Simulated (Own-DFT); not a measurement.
# A layer strained by its substrate: wurtzite AlGaN with randomly placed atoms, 72 atoms (Al9Ga27N36)

No measurement is shown. These are fixed-geometry runs of a retired plane-wave code named Own-DFT, which no person has reviewed; spin and spin-orbit coupling are neglected.

Method: PBE; PseudoDojo norm-conserving scalar-relativistic files; cutoff 42 hartree; 4 x 4 x 3 k mesh centred on Gamma; Fermi-Dirac smearing of 0.1 eV.

Known weak points: forces on such cells passed a denser k mesh, each cell not checked; stress not checked against mesh or cutoff.

Unstrained cell vectors in Å: (9.509, 0.000, 0.000); (-4.755, 8.235, 0.000); (0.000, 0.000, 10.268). The unstrained cell has measured lattice constants (interpolated for alloys), not those of this functional. That, the random moves and any unrelaxed bonds set the pressure at no strain. Each run strains x and y alike by e, as a substrate would, and holds the height along z. Each coordinate of each atom was shifted by a normal deviate of width 0.05 Å. The random placing of the alloy's atoms differs from row to row. Stress is positive in tension.

```
e (%),u (Å),(s_xx + s_yy)/2 (GPa),s_zz (GPa)
-1.50,0.050,-17.07,-9.74
-1.00,0.048,-12.71,-9.29
-0.25,0.054,-9.30,-8.13
0.25,0.046,-5.53,-7.49
0.75,0.049,-3.62,-6.58
1.00,0.051,?,?
1.75,0.050,2.00,-6.72
2.00,0.048,1.90,-3.14
2.50,0.052,5.21,-5.47
3.00,0.052,6.76,-3.72
```

## What the rows give

With e as a fraction, the in-plane stress is -7.4 + 569 e - 3200 e² GPa (errors 21 and 1095, scatter 0.60), and s_zz is -7.8 + 132 e GPa (slope ± 22, scatter 0.97). At e = 0 the first slope is C11 + C12 and the second 2 C13, both with the ions held to the strained lattice and at the cell's own pressure. A free layer would change its height as e changes, and the in-plane slope would drop by 2 C13²/C33 to the biaxial modulus. At fixed height, a misfit of 1 % moves the in-plane stress by about 5.7 GPa and s_zz by 1.3 GPa.

## Prediction

Question: what are the two stresses at e = 1.00 %?

Estimate: -2.0 and -6.5 GPa. The run itself gave -2.53 and -6.67 GPa.
